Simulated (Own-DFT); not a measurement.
# Energy and forces against displacement in beta-Si3N4, 42 atoms (N24Si18)

All numbers below are calculated, not measured. The program, named Own-DFT, is a retired in-house plane-wave density functional code that no person has reviewed. Each row is one single-point run on a periodic cell that was not relaxed, without spin or spin-orbit coupling.

Settings of every run: PBEsol; PseudoDojo norm-conserving scalar-relativistic files, made for PBE; cutoff 42 hartree; 3 x 3 x 3 k mesh centred on Gamma; Fermi-Dirac smearing of 0.1 eV.

Known limits, some of them of some rows only: some atoms lie very close together; forces on such cells passed a denser k mesh, each cell not checked; stress not checked against mesh or cutoff.

Cell vectors in Å: (7.606, 0.000, 0.000); (-3.803, 6.587, 0.000); (0.000, 0.000, 8.727). In each run every atom was moved at random and independently from its ideal site; u is the rms move along one axis. E is the free energy for each atom above the fitted value at u = 0, and F the rms of the force components.

| run | u (Å) | E (meV/atom) | F (eV/Å) | largest force (eV/Å) | P (GPa) |
|---|---|---|---|---|---|
| 1 | 0.0193 | 21.4 | 0.904 | 2.97 | 3.22 |
| 2 | 0.0193 | 16.6 | 0.778 | 2.57 | 2.87 |
| 3 | 0.0206 | 23.5 | 0.922 | 3.29 | 3.16 |
| 4 | 0.0468 | ? | ? | ? | ? |
| 5 | 0.0536 | 117.4 | 1.945 | 7.42 | 5.80 |
| 6 | 0.0929 | 478.8 | 4.761 | 19.50 | 15.56 |
| 7 | 0.1002 | 537.3 | 5.340 | 25.74 | 17.25 |
| 8 | 0.1497 | 821.6 | 5.387 | 22.19 | 21.91 |

## Worked fit

For small independent moves the energy grows as E = (3/2) K u², with K the mean stiffness felt by one atom. The runs with u up to 0.11 Å give K = 34.0 ± 2.4 eV/Å², with residuals divided by u² + 0.0006 Å², since the noise grows with the moves. The scatter is 16.3 meV/atom at u = 0.05 Å. The forces follow F = G u with G = 45.8 eV/Å²; no force at u = 0 is resolved. G exceeds K because the moves of its neighbours add to the force on an atom, and stiffness differs between atoms. At u = 0.150 Å the parabola gives 1142 meV/atom and the run 822. The pressure follows P = 2.32 + 1495 u² GPa: at fixed volume, shortened bonds push harder than stretched ones pull.

## Withheld run

Question: what energy and rms force should run 4 give?

The fit gives 112 ± 17 meV/atom and about 2.14 eV/Å. The calculation gave 100.9 meV/atom and 1.823 eV/Å.
